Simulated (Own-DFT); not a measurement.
Simulation results for GaP (zincblende, strained, atoms displaced)

A calculation, not a measurement: plane-wave PBE density functional theory by an unreviewed code, no spin, of a simulated periodic cell, stress positive in tension, free energy of the whole cell less one offset for each atom, forces on such cells passed a denser k mesh, this cell's mesh not checked; offsets are fitted by least squares, one for each functional and potential file, so energies compare only between cells with the same atoms and settings and are not formation energies; the far tail of each file's local potential was reset to the Coulomb form; each entry is a single point on an unrelaxed cell, so the pressure reflects the starting lattice, mostly measured values (interpolated for alloys), from which strain is counted, and rises with the displacements; printed positions are rounded, which can move forces by about a meV/angstrom; the program, named Own-DFT, is a retired in-house code; no spin-orbit coupling. Program: Own-DFT development build.

Settings shared by all entries: functional PBE; potential files PseudoDojo norm-conserving, scalar-relativistic, standard set; wave cutoff 42 hartree; occupations Fermi-Dirac; smearing width 0.1 eV; hardware one NVIDIA H100; k mesh 3 x 3 x 3 centred on Gamma.

(1) GaP (zincblende, strained, atoms displaced)

```xyz
64
Lattice="10.8620 0.0000 0.0000 0.0000 10.8620 0.0000 0.0000 0.0000 10.9361" Properties=species:S:1:pos:R:3 GaP
Ga     0.0150    10.8569     0.0197
Ga    10.8372     2.6849     2.7490
Ga     2.7693    10.8409     2.6955
Ga     2.6869     2.7378     0.0370
P      1.3378     1.3143     1.3419
P      1.3644     4.1240     4.1558
P      4.0906     1.3720     4.1570
P      4.0338     4.0854     1.3667
Ga     0.0065     0.0077     5.4201
Ga     0.0477     2.6969     8.2284
Ga     2.7284    10.7954     8.1909
Ga     2.7152     2.6286     5.4328
P      1.3723     1.3118     6.8596
P      1.3939     4.0580     9.5730
P      4.0563     1.4166     9.5561
P      4.0199     4.0583     6.8380
Ga     0.0049     5.4030    10.9147
Ga     0.0015     8.1527     2.6967
Ga     2.7274     5.4048     2.7501
Ga     2.7375     8.0928    10.9225
P      1.3712     6.7914     1.3758
P      1.3769     9.5178     4.1021
P      4.0471     6.8259     4.1121
P      4.0729     9.5377     1.3873
Ga     0.0149     5.4886     5.4852
Ga    10.8575     8.1817     8.2170
Ga     2.7117     5.4498     8.1944
Ga     2.7447     8.1493     5.4193
P      1.4038     6.8185     6.8092
P      1.3607     9.4931     9.5531
P      4.0502     6.8301     9.5896
P      4.0990     9.4789     6.7942
Ga     5.3761     0.0550     0.0130
Ga     5.4356     2.7241     2.7191
Ga     8.1859    10.8569     2.7609
Ga     8.1330     2.6692    10.9008
P      6.7823     1.3663     1.3592
P      6.7929     4.0232     4.1067
P      9.4734     1.3834     4.1093
P      9.4932     4.0653     1.4077
Ga     5.4346     0.0012     5.4426
Ga     5.4360     2.7484     8.1162
Ga     8.1591    10.8607     8.1907
Ga     8.1104     2.7486     5.4922
P      6.7989     1.3561     6.8216
P      6.8162     4.0654     9.5899
P      9.5413     1.3228     9.5915
P      9.5258     4.0549     6.8523
Ga     5.4272     5.4600    10.9060
Ga     5.4489     8.1948     2.7373
Ga     8.1259     5.4694     2.6650
Ga     8.1222     8.1407    10.9102
P      6.7813     6.8270     1.3713
P      6.7690     9.4951     4.0980
P      9.4743     6.7799     4.0990
P      9.5157     9.5152     1.3633
Ga     5.4686     5.3596     5.4613
Ga     5.4277     8.1343     8.1950
Ga     8.2101     5.4421     8.1855
Ga     8.2103     8.1405     5.4598
P      6.7686     6.8445     6.8192
P      6.7760     9.5238     9.5883
P      9.5454     6.7503     9.5493
P      9.5210     9.4613     6.8562
```

* free energy of cell above offsets: -35.238 eV
* pressure: 3.14 GPa
* stress xx: -3.32 GPa
* stress yy: -3.28 GPa
* stress zz: -2.82 GPa
* stress yz: -0.26 GPa
* stress xz: 0.15 GPa
* stress xy: 0.59 GPa
* wall time: 491.5 s

Force:
```csv
element,x (eV/Å),y (eV/Å),z (eV/Å)
Ga,-0.041,-0.411,-0.341
Ga,0.513,0.404,0.1
Ga,-0.569,0.565,0.72
Ga,0.131,-0.394,-0.188
P,0.369,0.537,0.636
P,-0.14,-0.852,-0.435
P,0.129,-0.368,-1.219
P,0.617,0.028,0.008
Ga,-0.149,-0.058,0.496
Ga,-0.199,-0.071,-0.127
Ga,0.31,0.383,0.093
Ga,-0.556,0.818,0.637
P,-0.15,0.067,-0.294
P,-0.248,0.318,-0.08
P,-0.02,-0.297,-0.203
P,0.235,0.135,-0.422
Ga,0.112,-0.045,0.444
Ga,0.047,-0.025,0.451
Ga,-0.173,0.459,0.14
Ga,-0.514,0.887,0.551
P,-0.104,-0.369,-0.153
P,-0.092,-0.097,-0.427
P,0.906,-0.751,-0.484
P,0.228,-0.685,-0.699
Ga,-0.244,-0.28,0.118
Ga,0.376,-0.627,-0.111
Ga,0.018,-0.002,0.111
Ga,-0.322,0.274,0.38
P,-0.384,0.222,0.392
P,0.148,-0.048,0.529
P,0.504,-0.643,-0.659
P,-0.065,0.17,0.253
Ga,0.233,-0.079,-0.262
Ga,-0.242,-0.099,0.024
Ga,-0.534,0.021,-0.265
Ga,0.317,0.285,0.41
P,0.158,-0.279,0.272
P,0.126,0.715,-0.596
P,0.088,-0.108,0.325
P,0.02,-0.148,-0.705
Ga,0.19,-0.109,0.334
Ga,0.048,-0.068,0.767
Ga,-0.013,-0.106,0.16
Ga,0.502,-0.254,0.077
P,-0.049,-0.186,0.057
P,-0.233,0.275,-0.619
P,-0.196,0.204,-0.34
P,0.235,0.078,-0.208
Ga,0.034,-0.257,0.255
Ga,-0.429,-0.386,0.037
Ga,-0.014,-0.418,0.703
Ga,0.472,0.041,-0.038
P,-0.324,-0.103,-0.271
P,0.733,0.238,0.208
P,0.441,-0.007,-0.399
P,-0.262,-0.23,-0.149
Ga,-0.537,0.662,0.171
Ga,0.036,0.364,0.197
Ga,-0.76,-0.017,-0.072
Ga,-0.69,0.187,0.072
P,0.481,-0.879,0.001
P,-0.22,0.104,-0.201
P,-0.224,0.577,0.302
P,-0.06,0.738,-0.466
```

(2) GaP (zincblende, strained, atoms displaced)

```xyz
64
Lattice="10.8620 0.0000 0.0000 0.0000 10.8620 0.0000 0.0000 0.0000 10.9361" Properties=species:S:1:pos:R:3 GaP
Ga     0.0389    10.8459     0.0133
Ga    10.8451     2.7908     2.6942
Ga     2.7313    10.8313     2.7026
Ga     2.7060     2.7492    10.8886
P      1.3965     1.4331     1.3776
P      1.3436     4.0855     4.1014
P      4.0706     1.3865     4.0808
P      4.0415     4.0304     1.3988
Ga    10.8585    10.8114     5.4595
Ga     0.0068     2.6997     8.1598
Ga     2.6877    10.8530     8.1794
Ga     2.7249     2.6740     5.4748
P      1.3937     1.3437     6.8454
P      1.3858     4.1190     9.5637
P      4.1193     1.3341     9.5908
P      4.0948     4.0706     6.7992
Ga    10.8455     5.4406    10.9196
Ga     0.0180     8.1748     2.7186
Ga     2.7094     5.4340     2.7813
Ga     2.7578     8.1885     0.0316
P      1.3458     6.7801     1.3488
P      1.3723     9.4952     4.0526
P      4.0751     6.8075     4.0689
P      4.0990     9.4987     1.3953
Ga     0.0187     5.3956     5.4684
Ga    10.8157     8.1445     8.1589
Ga     2.7304     5.3769     8.1625
Ga     2.7867     8.1182     5.4401
P      1.3791     6.8194     6.8040
P      1.3190     9.5063     9.5392
P      4.0479     6.7926     9.5961
P      4.0700     9.5241     6.8302
Ga     5.4973    10.8251     0.0094
Ga     5.4818     2.7024     2.7121
Ga     8.1075     0.0048     2.7197
Ga     8.1893     2.7173    10.9062
P      6.6910     1.3303     1.3809
P      6.8096     4.0814     4.0963
P      9.4688     1.3380     4.0258
P      9.5018     4.1481     1.3452
Ga     5.4778    10.8560     5.4572
Ga     5.4296     2.6755     8.1466
Ga     8.1420     0.0701     8.2202
Ga     8.1749     2.7207     5.4599
P      6.7421     1.3486     6.8156
P      6.8362     4.1061     9.5468
P      9.4333     1.3414     9.5837
P      9.4437     4.0491     6.8695
Ga     5.4308     5.4021    10.9204
Ga     5.4494     8.1184     2.7443
Ga     8.1529     5.4515     2.7169
Ga     8.1493     8.1496     0.0514
P      6.7844     6.8062     1.3374
P      6.8250     9.4494     4.0932
P      9.5166     6.7626     4.0481
P      9.5072     9.5985     1.3503
Ga     5.4726     5.4126     5.4646
Ga     5.4251     8.1557     8.1991
Ga     8.1441     5.4768     8.2240
Ga     8.0728     8.1220     5.4664
P      6.8065     6.7674     6.8242
P      6.7854     9.5216     9.5521
P      9.5391     6.7457     9.5112
P      9.5203     9.5132     6.8331
```

* free energy of cell above offsets: -35.013 eV
* pressure: 3.19 GPa
* stress xx: -3.32 GPa
* stress yy: -3.36 GPa
* stress zz: -2.9 GPa
* stress yz: -0.34 GPa
* stress xz: 0.26 GPa
* stress xy: -0.08 GPa
* wall time: 494.6 s

Force:
```csv
element,x (eV/Å),y (eV/Å),z (eV/Å)
Ga,0.024,0.79,-0.184
Ga,-0.02,-0.397,0.18
Ga,-0.081,0.636,0.204
Ga,0.373,-0.31,0.085
P,-0.35,-0.556,-0.264
P,0.249,-0.48,0.253
P,0.321,-0.575,0.048
P,0.388,0.539,-0.188
Ga,0.175,0.522,-0.381
Ga,-0.136,0.077,0.633
Ga,0.476,0.009,0.583
Ga,-0.095,0.41,-0.264
P,-0.632,-0.01,-0.447
P,-0.603,-0.526,-0.282
P,-0.428,0.023,-0.253
P,-0.06,-0.183,0.047
Ga,0.429,0.121,-0.123
Ga,-0.376,-0.179,-0.274
Ga,-0.085,-0.019,-0.574
Ga,-0.597,-0.233,-0.275
P,0.245,0.224,0.101
P,0.223,-0.021,0.557
P,0.501,-0.604,0.331
P,0.283,0.064,-0.229
Ga,-0.452,0.318,0.242
Ga,0.549,-0.101,0.138
Ga,0.034,0.804,0.06
Ga,-0.537,0.529,0.125
P,-0.061,-0.379,0.114
P,0.388,-0.285,0.208
P,0.236,-0.151,-0.458
P,0.181,-0.173,-0.185
Ga,-0.829,-0.065,-0.195
Ga,-0.712,0.445,0.494
Ga,-0.147,-0.025,-0.12
Ga,-0.705,0.211,0.641
P,1.487,0.341,-0.384
P,0.113,-0.142,-0.248
P,0.577,0.359,0.633
P,-0.215,-0.669,-0.129
Ga,-0.599,-0.157,-0.412
Ga,-0.045,0.497,0.696
Ga,-0.295,-0.676,-0.533
Ga,-0.292,-0.385,-0.145
P,0.912,0.125,-0.195
P,-0.629,-0.595,0.012
P,1.461,0.192,-0.027
P,0.642,0.387,-0.28
Ga,-0.254,-0.022,0.198
Ga,0.012,0.159,-0.208
Ga,-0.314,0.09,0
Ga,0.406,0.217,-0.768
P,-0.113,-0.416,0.252
P,-0.492,0.575,-0.136
P,0.008,0.453,0.685
P,-0.06,-0.918,0.271
Ga,-0.36,0.236,-0.275
Ga,-0.153,-0.201,0.074
Ga,-0.009,-0.377,-0.324
Ga,1.247,-0.133,-0.036
P,-0.459,0.197,0.346
P,0.495,-0.443,-0.022
P,-0.329,0.844,0.715
P,-0.91,0.015,-0.109
```

(3) GaP (zincblende, strained, atoms displaced)

```xyz
64
Lattice="10.8620 0.0000 0.0000 0.0000 10.8620 0.0000 0.0000 0.0000 10.9361" Properties=species:S:1:pos:R:3 GaP
Ga    10.8261    10.8586    10.9235
Ga    10.8582     2.6756     2.7027
Ga     2.7370     0.0359     2.7569
Ga     2.6867     2.6866    10.9004
P      1.3161     1.4085     1.3661
P      1.3188     4.0720     4.0857
P      4.0635     1.3448     4.0855
P      4.0281     4.0834     1.3628
Ga     0.0109    10.8344     5.4772
Ga    10.8586     2.7692     8.2426
Ga     2.7236    10.8464     8.2230
Ga     2.7656     2.6899     5.4282
P      1.3647     1.3152     6.8265
P      1.3679     4.0696     9.6050
P      4.0713     1.3340     9.5482
P      4.0010     4.1218     6.8207
Ga     0.0035     5.4163    10.9226
Ga    10.8589     8.1461     2.7477
Ga     2.7195     5.4394     2.7124
Ga     2.7050     8.1527    10.9160
P      1.3707     6.8577     1.3434
P      1.3319     9.5444     4.0867
P      4.0357     6.8163     4.1227
P      4.1076     9.4869     1.3475
Ga     0.0923     5.4628     5.4757
Ga     0.0124     8.1563     8.2137
Ga     2.6678     5.4972     8.2276
Ga     2.7118     8.1574     5.5059
P      1.4057     6.8256     6.8333
P      1.3429     9.4811     9.5062
P      4.0670     6.8162     9.5743
P      4.1032     9.4575     6.7752
Ga     5.4865    10.8493    10.9020
Ga     5.4845     2.7312     2.7485
Ga     8.0892     0.0261     2.7745
Ga     8.1779     2.7643    10.9148
P      6.7880     1.2814     1.3826
P      6.7457     4.1033     4.1198
P      9.4566     1.3600     4.0654
P      9.4926     4.0516     1.3568
Ga     5.4171    10.8454     5.5040
Ga     5.4753     2.6808     8.2247
Ga     8.1123     0.0377     8.1724
Ga     8.1914     2.6921     5.4924
P      6.7858     1.4322     6.8574
P      6.7926     4.0251     9.5779
P      9.5104     1.3641     9.5733
P      9.5372     4.0421     6.8257
Ga     5.3897     5.4259    10.8939
Ga     5.4154     8.1281     2.7281
Ga     8.1603     5.4373     2.7377
Ga     8.1397     8.1155     0.0393
P      6.8063     6.7610     1.3565
P      6.7650     9.5312     4.1096
P      9.5415     6.8689     4.0628
P      9.4515     9.5105     1.3166
Ga     5.4787     5.4308     5.4672
Ga     5.4750     8.1509     8.2089
Ga     8.1212     5.4370     8.2442
Ga     8.1937     8.1385     5.4333
P      6.7666     6.7561     6.8418
P      6.8153     9.5749     9.5694
P      9.5068     6.8710     9.5514
P      9.4790     9.5740     6.8795
```

- free energy of cell above offsets: -34.824 eV
- pressure: 3.25 GPa
- stress xx: -3.4 GPa
- stress yy: -3.38 GPa
- stress zz: -2.97 GPa
- stress yz: -0.48 GPa
- stress xz: 0.3 GPa
- stress xy: -0.27 GPa
- wall time: 500.3 s

Force:
```csv
element,x (eV/Å),y (eV/Å),z (eV/Å)
Ga,0.328,-0.107,0.006
Ga,-0.448,0.596,0.495
Ga,-0.294,-0.37,-0.714
Ga,0.435,0.059,0.366
P,0.576,-1.053,-0.345
P,0.513,-0.217,-0.212
P,0.801,0.225,0.151
P,0.514,-0.44,-0.171
Ga,-0.437,0.463,-0.095
Ga,0.302,-0.719,-0.365
Ga,0.112,-0.227,-0.701
Ga,-0.733,0.239,0.361
P,0.06,0.69,0.193
P,-0.038,0.381,-0.472
P,0.186,0.084,0.336
P,0.771,-0.352,0.385
Ga,-0.189,0.54,0.248
Ga,0.207,0.813,-0.843
Ga,-0.354,0.215,0.233
Ga,0.138,0.434,0.019
P,-0.317,-0.751,0.211
P,0.402,-0.453,0.095
P,0.375,-0.387,-0.145
P,-0.399,0.401,-0.056
Ga,-0.79,-0.072,-0.097
Ga,-0.321,0.106,-0.721
Ga,0.414,-0.542,0.065
Ga,-0.118,0.302,-0.859
P,-0.751,0.052,0.274
P,0.271,0.463,0.91
P,0.139,0.028,-0.264
P,-0.16,0.404,1.135
Ga,-0.799,0.162,0.384
Ga,-0.576,-0.26,-0.468
Ga,0.455,-0.634,-0.337
Ga,-0.322,-0.942,0.407
P,0.038,1.321,-0.445
P,1.101,-0.364,-0.058
P,0.636,-0.166,0.42
P,0.247,0.472,0.269
Ga,0.227,0.513,-0.261
Ga,-1.09,0.762,-0.242
Ga,0.214,0.342,0.35
Ga,-0.35,0.449,-0.416
P,-0.03,-0.837,-0.635
P,-0.238,0.626,0.06
P,-0.175,0.159,-0.256
P,-0.114,0.958,0.132
Ga,0.226,-0.186,0.371
Ga,0.144,0.016,0.132
Ga,0.052,-0.085,0.132
Ga,-0.201,0.41,-0.48
P,-0.522,-0.074,0.054
P,0.076,-0.531,0.121
P,-0.151,-1.275,0.566
P,0.357,0.143,0.956
Ga,-1.15,0.202,0.169
Ga,-0.176,0.201,0.019
Ga,0.433,-0.141,-0.364
Ga,-0.52,0.44,0.6
P,0.718,0.423,-0.086
P,0.173,-1.057,-0.239
P,-0.088,-1.012,0.225
P,0.21,-0.837,-0.506
```

(4) GaP (zincblende, strained, atoms displaced)

```xyz
64
Lattice="10.8620 0.0000 0.0000 0.0000 10.8620 0.0000 0.0000 0.0000 10.9361" Properties=species:S:1:pos:R:3 GaP
Ga     0.0005    10.8521    10.8916
Ga     0.0127     2.6970     2.7240
Ga     2.6834    10.8569     2.6573
Ga     2.6936     2.7157    10.9114
P      1.3484     1.3838     1.3260
P      1.4041     4.1270     4.0700
P      4.0480     1.3649     4.0544
P      4.0575     4.0611     1.3976
Ga     0.0046     0.0743     5.4564
Ga     0.0113     2.6628     8.2335
Ga     2.6804     0.0059     8.1548
Ga     2.7476     2.7945     5.4877
P      1.3419     1.3488     6.8172
P      1.3339     4.1257     9.5389
P      4.0358     1.3415     9.5570
P      4.0970     4.0629     6.8596
Ga    10.8566     5.4509     0.0065
Ga     0.0222     8.1595     2.7216
Ga     2.7334     5.3699     2.7537
Ga     2.7122     8.1179     0.0292
P      1.4061     6.7825     1.3546
P      1.3562     9.5004     4.1057
P      4.0720     6.7248     4.0778
P      4.0723     9.4872     1.3759
Ga    10.8370     5.4478     5.4731
Ga     0.0075     8.1518     8.1632
Ga     2.6828     5.4546     8.1974
Ga     2.6469     8.1604     5.4672
P      1.3259     6.8056     6.7857
P      1.3085     9.5261     9.5739
P      4.0312     6.7609     9.5553
P      4.0830     9.5043     6.8181
Ga     5.4518    10.8401     0.0158
Ga     5.4202     2.6890     2.7830
Ga     8.1672    10.8540     2.7533
Ga     8.1173     2.6794     0.0627
P      6.8096     1.2786     1.3697
P      6.8217     4.0761     4.1296
P      9.5441     1.3828     4.1353
P      9.4619     4.0934     1.3689
Ga     5.4432     0.0265     5.4875
Ga     5.4244     2.7116     8.1825
Ga     8.1688     0.0241     8.1599
Ga     8.1360     2.7512     5.4462
P      6.8122     1.3793     6.8309
P      6.8230     4.1375     9.5641
P      9.4818     1.3187     9.5459
P      9.4817     4.0013     6.8218
Ga     5.3505     5.4019    10.9247
Ga     5.3906     8.1409     2.7557
Ga     8.1281     5.4365     2.7253
Ga     8.1153     8.0959    10.9319
P      6.8103     6.8260     1.4039
P      6.8252     9.4927     4.1056
P      9.5578     6.8402     4.0732
P      9.4610     9.5298     1.3280
Ga     5.4304     5.4220     5.4406
Ga     5.4232     8.1584     8.1984
Ga     8.1746     5.4874     8.2643
Ga     8.1444     8.1236     5.4615
P      6.7568     6.7577     6.8410
P      6.7844     9.5165     9.5563
P      9.5066     6.7873     9.5774
P      9.4964     9.4943     6.8611
```

- free energy of cell above offsets: -35.136 eV
- pressure: 3.18 GPa
- stress xx: -3.36 GPa
- stress yy: -3.31 GPa
- stress zz: -2.87 GPa
- stress yz: 0.22 GPa
- stress xz: 0 GPa
- stress xy: -0.16 GPa
- wall time: 496.9 s

Force:
```csv
element,x (eV/Å),y (eV/Å),z (eV/Å)
Ga,-0.408,0.231,0.45
Ga,-0.02,0.554,0.055
Ga,0.058,0.023,0.475
Ga,0.17,0.373,-0.111
P,-0.25,-0.311,-0.045
P,-0.941,-0.722,0.666
P,-0.21,-0.332,0.691
P,0.231,-0.484,-0.355
Ga,-0.08,-1.05,0.237
Ga,-0.194,0.329,-0.224
Ga,0.169,-0.307,0.291
Ga,-0.299,-0.613,-0.326
P,0.46,0.623,-0.035
P,-0.04,-0.553,0.268
P,0.413,0.014,0.07
P,-0.185,0.573,-0.082
Ga,-0.026,-0.105,0.141
Ga,-0.037,0.276,-0.539
Ga,0.069,0.737,-0.591
Ga,0.029,0.468,-0.607
P,-0.482,-0.292,0.506
P,-0.166,0.602,-0.318
P,-0.283,0.709,0.421
P,0.002,0.047,-0.225
Ga,-0.15,-0.458,-0.235
Ga,-0.131,-0.013,0.469
Ga,0.077,-0.067,-0.457
Ga,0.937,-0.175,-0.224
P,0.183,-0.265,0.546
P,0.841,-0.596,-0.284
P,0.243,0.536,0.018
P,-0.332,-0.062,-0.027
Ga,-0.43,-0.022,-0.34
Ga,0.502,0.159,-0.547
Ga,0.239,-0.015,0.187
Ga,0.108,0.262,-0.727
P,-0.432,0.718,0.477
P,-0.458,0.071,-0.598
P,-0.627,0.072,-0.585
P,0.538,-0.327,0.067
Ga,-0.013,-0.094,-0.46
Ga,0.366,0.022,0.624
Ga,-0.353,-0.374,0.218
Ga,0.148,-0.508,0.165
P,-0.187,0.026,-0.137
P,-0.539,-0.899,0.373
P,0.021,0.563,0.503
P,0.406,0.919,0.552
Ga,0.733,0.292,0.288
Ga,0.417,0.058,0.131
Ga,0.291,0.282,0.354
Ga,0.141,0.59,-0.147
P,-0.921,-0.561,-0.353
P,-0.561,0.157,0.111
P,-0.629,-0.619,0.148
P,0.564,-0.4,0.17
Ga,-0.007,-0.119,0.346
Ga,-0.057,-0.163,0.097
Ga,-0.077,-0.556,-0.949
Ga,0.069,-0.023,0.237
P,0.365,0.246,-0.022
P,0.173,-0.156,-0.101
P,0.446,0.492,0.028
P,0.115,0.217,-0.732
```

(5) GaP (zincblende, strained, atoms displaced)

```xyz
64
Lattice="10.8620 0.0000 0.0000 0.0000 10.8620 0.0000 0.0000 0.0000 10.9361" Properties=species:S:1:pos:R:3 GaP
Ga    10.8345     0.0248    10.9146
Ga    10.8469     2.7185     2.7488
Ga     2.7283     0.0639     2.7408
Ga     2.6692     2.6836     0.0023
P      1.3412     1.3674     1.3964
P      1.3484     4.0713     4.0622
P      4.0638     1.4002     4.0840
P      4.0687     4.0995     1.3768
Ga    10.8553    10.8376     5.4955
Ga     0.0049     2.7132     8.1665
Ga     2.6779     0.0307     8.2078
Ga     2.7418     2.7836     5.4970
P      1.3360     1.3223     6.8220
P      1.3510     4.0574     9.5933
P      4.0292     1.3499     9.5766
P      4.0965     4.0779     6.8221
Ga     0.0198     5.4640    10.9160
Ga    10.8601     8.1292     2.7899
Ga     2.6911     5.4338     2.7717
Ga     2.7098     8.1562    10.9068
P      1.3253     6.7994     1.3014
P      1.3754     9.5229     4.1205
P      4.0673     6.7891     4.1067
P      4.0625     9.4920     1.3242
Ga     0.0196     5.4671     5.5352
Ga    10.8498     8.1132     8.1944
Ga     2.7372     5.3929     8.2110
Ga     2.6875     8.1248     5.4809
P      1.3559     6.7901     6.8792
P      1.4084     9.4858     9.6080
P      4.0319     6.7941     9.5704
P      4.0326     9.4910     6.8285
Ga     5.3869    10.8485     0.0550
Ga     5.3899     2.6909     2.7580
Ga     8.1422    10.8363     2.7325
Ga     8.1795     2.6639    10.8869
P      6.7912     1.3622     1.3339
P      6.7670     4.0828     4.1009
P      9.5162     1.3447     4.0704
P      9.4820     4.0318     1.2983
Ga     5.4250    10.8406     5.4419
Ga     5.3835     2.7017     8.1828
Ga     8.1530     0.0468     8.1979
Ga     8.1527     2.7366     5.4954
P      6.8005     1.3442     6.8905
P      6.7656     4.0598     9.5860
P      9.5516     1.3885     9.5285
P      9.4582     4.0851     6.8183
Ga     5.3876     5.4501    10.9268
Ga     5.4574     8.1772     2.7631
Ga     8.1295     5.4429     2.6843
Ga     8.1671     8.2178    10.9114
P      6.7932     6.7498     1.3595
P      6.7668     9.5415     4.0711
P      9.5273     6.7652     4.0560
P      9.4931     9.5624     1.3820
Ga     5.4451     5.3867     5.5238
Ga     5.3770     8.0863     8.1753
Ga     8.1553     5.4179     8.2396
Ga     8.1451     8.1486     5.4816
P      6.8596     6.7854     6.8595
P      6.7726     9.5559     9.5997
P      9.4956     6.7711     9.5467
P      9.5057     9.5238     6.8599
```

- free energy of cell above offsets: -35.163 eV
- pressure: 3.16 GPa
- stress xx: -3.35 GPa
- stress yy: -3.32 GPa
- stress zz: -2.81 GPa
- stress yz: 0.11 GPa
- stress xz: 0.02 GPa
- stress xy: -0.37 GPa
- wall time: 517.8 s

Force:
```csv
element,x (eV/Å),y (eV/Å),z (eV/Å)
Ga,0.458,-0.193,0.218
Ga,-0.173,0.113,-0.389
Ga,-0.087,-0.657,-0.2
Ga,0.399,0.343,0.32
P,-0.178,-0.124,-0.257
P,-0.199,0.173,0.9
P,-0.053,-0.37,0.763
P,-0.331,-0.368,-0.071
Ga,-0.13,0.11,-0.502
Ga,0.128,0.419,-0.122
Ga,0.225,-0.416,0.017
Ga,-0.601,-0.601,-0.432
P,0.342,0.698,-0.137
P,-0.026,0.062,-0.502
P,0.29,0.048,0.024
P,-0.257,0.01,0.485
Ga,-0.493,-0.48,-0.043
Ga,0.261,0.523,-0.76
Ga,0.114,0.294,-0.683
Ga,0.079,-0.27,0.477
P,0.447,0.199,0.936
P,-0.033,-0.104,-0.185
P,0.206,-0.035,0.31
P,-0.224,-0.106,0.963
Ga,-0.184,-0.403,-0.672
Ga,0.112,0.505,0.424
Ga,-0.308,0.026,0.146
Ga,0.145,0.06,-0.175
P,0.33,-0.166,-0.11
P,-1.044,0.394,-0.671
P,0.245,-0.232,-0.118
P,0.204,0.201,0.058
Ga,0.322,0.398,-0.544
Ga,0.639,0.521,-0.631
Ga,-0.183,0.666,-0.164
Ga,-0.474,0.237,0.071
P,-0.118,-0.012,0.462
P,0.266,-0.209,-0.05
P,-0.294,0.016,0.645
P,0.338,0.455,0.5
Ga,-0.174,0.366,0.42
Ga,0.342,-0.082,0.518
Ga,0.049,-0.508,0.503
Ga,-0.328,-0.461,-0.567
P,-0.443,0.25,-0.898
P,-0.09,-0.036,-0.218
P,-0.241,-0.361,-0.013
P,0.661,0.093,0.363
Ga,0.255,-0.194,0.102
Ga,-0.351,-0.508,-0.577
Ga,0.257,-0.6,0.213
Ga,-0.201,-0.484,0.26
P,-0.173,0.981,-0.316
P,0.459,-0.392,0.552
P,-0.455,-0.038,0.731
P,0.451,-0.708,-0.078
Ga,0.318,0.822,-0.586
Ga,0.605,0.644,0.191
Ga,-0.255,-0.257,0
Ga,0.222,0.151,-0.48
P,-0.75,-0.133,-0.091
P,-0.224,-0.373,-0.646
P,0.05,0.379,0.376
P,-0.143,-0.277,-0.065
```
